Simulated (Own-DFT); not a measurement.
# Computed records: Hf32O63 (monoclinic hafnia with one vacancy, atoms displaced)

All values are calculated (Own-DFT development build). A calculation, not a measurement: plane-wave density functional theory by an unreviewed code, no spin, of a simulated periodic cell, stress positive in tension, run twice, with PBE and with PBEsol, both on files made for PBE, so the change isn't that of files made for PBEsol, defect cell not probed for a lower state with spin; hafnium file: forces about 75 meV/angstrom off all-electron values; oxygen file: force components 24 meV/angstrom off all-electron in one glass; forces on such cells passed a denser k mesh, this cell's mesh not checked; the far tail of each file's local potential was reset to the Coulomb form; each entry is a single point on an unrelaxed cell, so the pressure reflects the starting lattice, mostly measured values (interpolated for alloys), from which strain is counted, and rises with the displacements; printed positions are rounded, which can move forces by about a meV/angstrom; the program, named Own-DFT, is a retired in-house code; no spin-orbit coupling; stress was not checked against mesh or cutoff.

## Hf32O63 (monoclinic hafnia with one vacancy, atoms displaced)

```
CELL_PARAMETERS angstrom
10.23400 0.00000 0.00000
0.00000 10.35000 0.00000
-1.69550 0.00000 10.44530
ATOMIC_POSITIONS crystal
Hf 0.13641 0.02308 0.10854
Hf 0.37101 0.26986 0.14405
Hf 0.34454 0.49311 0.40637
Hf 0.14331 0.23506 0.36118
O 0.03630 0.15214 0.16595
O 0.46773 0.43042 0.07644
O 0.45287 0.32175 0.31388
O 0.03357 0.09681 0.42028
O 0.21823 0.38578 0.24390
O 0.26479 0.13090 0.00957
O 0.27969 0.11562 0.26964
O 0.22618 0.36037 0.48434
Hf 0.13536 0.01579 0.60942
Hf 0.36486 0.27754 0.63926
Hf 0.35156 0.48875 0.89897
Hf 0.14144 0.22831 0.85414
O 0.02628 0.16916 0.67432
O 0.46125 0.44077 0.57333
O 0.46807 0.33468 0.83868
O 0.03794 0.08588 0.91990
O 0.20924 0.38003 0.74381
O 0.27675 0.12855 0.51423
O 0.28062 0.11668 0.76191
O 0.21888 0.39188 0.99910
Hf 0.13945 0.51716 0.11210
Hf 0.35726 0.76881 0.14368
Hf 0.36340 0.98264 0.40107
Hf 0.13492 0.72701 0.36761
O 0.04058 0.67187 0.17191
O 0.46856 0.91666 0.06636
O 0.46394 0.83121 0.33584
O 0.04630 0.58873 0.42612
O 0.21929 0.88231 0.24665
O 0.27545 0.62372 0.01346
O 0.27391 0.62311 0.26836
O 0.22863 0.87181 0.48611
Hf 0.14473 0.51692 0.61228
Hf 0.35289 0.76148 0.64143
Hf 0.37295 0.98618 0.89861
Hf 0.14342 0.74260 0.85822
O 0.03907 0.67801 0.67840
O 0.44652 0.91050 0.58034
O 0.47323 0.82542 0.82962
O 0.04015 0.59312 0.92565
O 0.21659 0.87687 0.73077
O 0.27907 0.63728 0.50799
O 0.27497 0.62511 0.74066
O 0.22169 0.87531 0.97779
Hf 0.63227 0.00456 0.11066
Hf 0.86263 0.25990 0.15263
Hf 0.87322 0.47480 0.38412
Hf 0.63717 0.21297 0.35171
O 0.54505 0.15500 0.17640
O 0.96874 0.40988 0.08101
O 0.53071 0.08907 0.42766
O 0.71273 0.39247 0.24438
O 0.77035 0.12598 0.00586
O 0.77089 0.10668 0.23702
O 0.72146 0.38026 0.47751
Hf 0.63163 0.01814 0.59764
Hf 0.87394 0.26846 0.63489
Hf 0.85595 0.46296 0.88598
Hf 0.63155 0.23760 0.84766
O 0.54342 0.16762 0.67668
O 0.95812 0.43696 0.57727
O 0.96646 0.32862 0.83217
O 0.53382 0.07297 0.92449
O 0.72771 0.39507 0.73313
O 0.78970 0.12138 0.50841
O 0.77602 0.13536 0.75481
O 0.71596 0.36600 0.98836
Hf 0.64575 0.51440 0.10507
Hf 0.86397 0.79210 0.14359
Hf 0.87070 0.97592 0.38450
Hf 0.65133 0.72293 0.35291
O 0.53632 0.66362 0.16368
O 0.97075 0.91595 0.08584
O 0.96565 0.82814 0.31738
O 0.54875 0.58512 0.43012
O 0.72063 0.87742 0.23355
O 0.77578 0.64195 0.01225
O 0.76938 0.62232 0.25047
O 0.71953 0.87659 0.49168
Hf 0.62353 0.51933 0.60032
Hf 0.86320 0.75849 0.64513
Hf 0.85029 0.98275 0.89302
Hf 0.64547 0.71716 0.86346
O 0.52861 0.66039 0.66964
O 0.97270 0.91569 0.57677
O 0.95608 0.83553 0.82283
O 0.54757 0.58010 0.93089
O 0.73361 0.86133 0.73989
O 0.77683 0.62897 0.50398
O 0.77989 0.62765 0.77792
O 0.71719 0.87116 0.98016
```

```
functional                                        : PBE, then PBEsol
potential files                                   : PseudoDojo norm-conserving, scalar-relativistic, standard set
wave cutoff                                       : 72 hartree
occupations                                       : Fermi-Dirac
smearing width                                    : 0.1 eV
k mesh                                            : 2 x 2 x 2 centred on Gamma
PBE pressure                                      : 7.81 GPa
PBE stress xx                                     : -6.94 GPa
PBE stress yy                                     : -8.37 GPa
PBE stress zz                                     : -8.14 GPa
PBE stress yz                                     : 0.33 GPa
PBE stress xz                                     : -1.25 GPa
PBE stress xy                                     : -1.46 GPa
PBEsol pressure                                   : 1.42 GPa
PBEsol stress xx                                  : -0.56 GPa
PBEsol stress yy                                  : -1.99 GPa
PBEsol stress zz                                  : -1.71 GPa
PBEsol stress yz                                  : 0.29 GPa
PBEsol stress xz                                  : -0.88 GPa
PBEsol stress xy                                  : -1.4 GPa
rms change of force components from PBE to PBEsol : 0.062 eV/Å
```

Force:
| force element | PBE force x (eV/Å) | PBE force y (eV/Å) | PBE force z (eV/Å) | PBEsol force x (eV/Å) | PBEsol force y (eV/Å) | PBEsol force z (eV/Å) |
| --- | --- | --- | --- | --- | --- | --- |
| Hf | 2.48 | -2.058 | -1.064 | 2.422 | -1.956 | -1.054 |
| Hf | -0.3 | 1.106 | -0.155 | -0.273 | 1.138 | -0.065 |
| Hf | 3.829 | -0.624 | -4.03 | 3.692 | -0.615 | -3.9 |
| Hf | -0.069 | -2.477 | -3.227 | 0.112 | -2.553 | -3.107 |
| O | -2.726 | 3.768 | 2.175 | -2.674 | 3.676 | 2.141 |
| O | -2.108 | -2.551 | 0.116 | -2.055 | -2.473 | 0.051 |
| O | 0.994 | 0.713 | 2.405 | 0.978 | 0.622 | 2.24 |
| O | -0.595 | -1.007 | 0.119 | -0.556 | -1.007 | 0.137 |
| O | 0.237 | -1.429 | 1.114 | 0.275 | -1.385 | 1.1 |
| O | 1.711 | 0.85 | 0.539 | 1.601 | 0.817 | 0.511 |
| O | -0.548 | 1.804 | -1.167 | -0.605 | 1.764 | -1.111 |
| O | 0.074 | 2.756 | 3.015 | 0.15 | 2.694 | 2.931 |
| Hf | 0.83 | 0.298 | -0.541 | 0.815 | 0.286 | -0.545 |
| Hf | 0.469 | -2.243 | 1.84 | 0.438 | -2.19 | 1.806 |
| Hf | 2.139 | 0.213 | 1.239 | 2.067 | 0.168 | 1.291 |
| Hf | -1.076 | -0.723 | 1.441 | -1.076 | -0.772 | 1.382 |
| O | 3.39 | -1.643 | 0.014 | 3.305 | -1.582 | 0.056 |
| O | -5.056 | -4.917 | 0.91 | -4.955 | -4.772 | 0.829 |
| O | -2.298 | 0.706 | -1.876 | -2.213 | 0.673 | -1.881 |
| O | -1.134 | -0.669 | -0.202 | -1.082 | -0.641 | -0.151 |
| O | 1.899 | -0.196 | -0.652 | 1.892 | -0.176 | -0.647 |
| O | 0.109 | 0.955 | 0.739 | 0.06 | 0.949 | 0.707 |
| O | -0.535 | 1.765 | -0.785 | -0.591 | 1.726 | -0.753 |
| O | 1.492 | -3.242 | -1.87 | 1.518 | -3.118 | -1.822 |
| Hf | -2.3 | 2.438 | -0.981 | -2.217 | 2.409 | -0.985 |
| Hf | 1.257 | 0.115 | 1.495 | 1.234 | 0.12 | 1.483 |
| Hf | -1.225 | -2.774 | -1.211 | -1.224 | -2.772 | -1.163 |
| Hf | 2.159 | 3.344 | -4.461 | 2.146 | 3.234 | -4.404 |
| O | -0.476 | -0.055 | 0.59 | -0.441 | -0.045 | 0.634 |
| O | -2.937 | -2.326 | 2.174 | -2.854 | -2.232 | 2.071 |
| O | 0.502 | 0.036 | -1.203 | 0.463 | 0.043 | -1.217 |
| O | -2.159 | -3.436 | 0.846 | -2.097 | -3.366 | 0.866 |
| O | 0.805 | -0.331 | -1.201 | 0.839 | -0.315 | -1.175 |
| O | 1.043 | 1.688 | -0.073 | 0.982 | 1.62 | -0.065 |
| O | 0.481 | 0.407 | -0.278 | 0.396 | 0.39 | -0.248 |
| O | -1.92 | 0.124 | 0.459 | -1.806 | 0.1 | 0.456 |
| Hf | -3.048 | 2.275 | -0.418 | -2.975 | 2.291 | -0.405 |
| Hf | 2.795 | 3.446 | 2.174 | 2.71 | 3.4 | 2.127 |
| Hf | -1.532 | -2.938 | -2.256 | -1.471 | -2.913 | -2.166 |
| Hf | -3.192 | -1.816 | -0.985 | -3.137 | -1.8 | -0.998 |
| O | 1.499 | -2.18 | -1.218 | 1.455 | -2.102 | -1.14 |
| O | 3.423 | 2.591 | 0.276 | 3.328 | 2.542 | 0.195 |
| O | -2.152 | 1.069 | -0.209 | -2.101 | 1.042 | -0.229 |
| O | -0.539 | -0.977 | -0.483 | -0.48 | -0.951 | -0.432 |
| O | 0.653 | -0.072 | 0.542 | 0.659 | -0.092 | 0.505 |
| O | -0.739 | -2.498 | -0.299 | -0.767 | -2.471 | -0.295 |
| O | -0.554 | -2.154 | 3.191 | -0.604 | -2.094 | 3.076 |
| O | 0.719 | 0.598 | 2.407 | 0.747 | 0.564 | 2.335 |
| Hf | 1.78 | 1.671 | -3.913 | 1.762 | 1.679 | -3.861 |
| Hf | 0.558 | 0.948 | -2.421 | 0.505 | 0.874 | -2.517 |
| Hf | -2.522 | 0.919 | 0.807 | -2.625 | 1.007 | 0.925 |
| Hf | 0.948 | 3.71 | 0.089 | 0.893 | 3.579 | 0.046 |
| O | -2.23 | 1.415 | -0.418 | -2.156 | 1.392 | -0.339 |
| O | -1.43 | -0.858 | 0.37 | -1.395 | -0.846 | 0.326 |
| O | 0.391 | -0.306 | 0.69 | 0.403 | -0.327 | 0.714 |
| O | 2.267 | -3.386 | 0.582 | 2.292 | -3.277 | 0.561 |
| O | 0.275 | 0.198 | 0.117 | 0.233 | 0.176 | 0.129 |
| O | 1.25 | 1.011 | 3.657 | 1.161 | 0.988 | 3.559 |
| O | 0.598 | -1.972 | 0.128 | 0.663 | -1.895 | 0.103 |
| Hf | 1.317 | -2.196 | 1.821 | 1.298 | -2.094 | 1.715 |
| Hf | -3.623 | 1.628 | 0.272 | -3.543 | 1.588 | 0.318 |
| Hf | 1.376 | 3.849 | 2.567 | 1.318 | 3.716 | 2.487 |
| Hf | 1.798 | -2.093 | 2.02 | 1.753 | -2.079 | 1.952 |
| O | -2.517 | 1.259 | -1.762 | -2.457 | 1.252 | -1.675 |
| O | 0.925 | -0.97 | 0.035 | 0.919 | -0.939 | -0.037 |
| O | 0.356 | -0.192 | -0.947 | 0.338 | -0.188 | -0.973 |
| O | 2.451 | 3.074 | -0.61 | 2.37 | 2.964 | -0.543 |
| O | -0.472 | -2.463 | 0.297 | -0.404 | -2.398 | 0.333 |
| O | -1.255 | 0.387 | -1.04 | -1.276 | 0.37 | -1.009 |
| O | 0.032 | -1.366 | 0.019 | -0.016 | -1.329 | 0.023 |
| O | 1.233 | 0.302 | 0.111 | 1.253 | 0.314 | 0.079 |
| Hf | 0.045 | 2.881 | -1.015 | 0.031 | 2.883 | -1.012 |
| Hf | -0.522 | -6.312 | -2.092 | -0.516 | -6.136 | -2.018 |
| Hf | -0.648 | 0.651 | 2.497 | -0.641 | 0.615 | 2.474 |
| Hf | -2.441 | 0.321 | 0.065 | -2.368 | 0.255 | 0.064 |
| O | -1.442 | 1.423 | 1.107 | -1.398 | 1.387 | 1.118 |
| O | 0.355 | 1.928 | -2.062 | 0.33 | 1.89 | -2.021 |
| O | -0.862 | 1.547 | 2.374 | -0.855 | 1.516 | 2.26 |
| O | -2.611 | -0.119 | -2.691 | -2.518 | -0.118 | -2.553 |
| O | 0.512 | -0.896 | 1.935 | 0.585 | -0.869 | 1.864 |
| O | 0.853 | -1.325 | 1.255 | 0.73 | -1.267 | 1.205 |
| O | 1.903 | -0.321 | 1.619 | 1.761 | -0.328 | 1.601 |
| O | 0.946 | -0.259 | -1.319 | 0.97 | -0.249 | -1.291 |
| Hf | 5.764 | 2.833 | 0.941 | 5.599 | 2.83 | 0.879 |
| Hf | -0.972 | 1.395 | 0.744 | -0.962 | 1.417 | 0.789 |
| Hf | 1.254 | -0.131 | -1.215 | 1.199 | -0.173 | -1.175 |
| Hf | -0.862 | 2.103 | -1.389 | -0.805 | 2.02 | -1.342 |
| O | -0.002 | 0.416 | 0.531 | -0.013 | 0.388 | 0.529 |
| O | -1.07 | -0.483 | -1.341 | -1.014 | -0.439 | -1.343 |
| O | 1.813 | 0.412 | 1.408 | 1.764 | 0.371 | 1.327 |
| O | -2.705 | -1.379 | -1.633 | -2.617 | -1.35 | -1.534 |
| O | -1.706 | 3.04 | -0.882 | -1.578 | 2.945 | -0.83 |
| O | 1.006 | 0.22 | 0.374 | 0.922 | 0.224 | 0.338 |
| O | 1.361 | -1.625 | -2.217 | 1.277 | -1.567 | -2.141 |
| O | 0.756 | 1.381 | 1.556 | 0.797 | 1.349 | 1.526 |
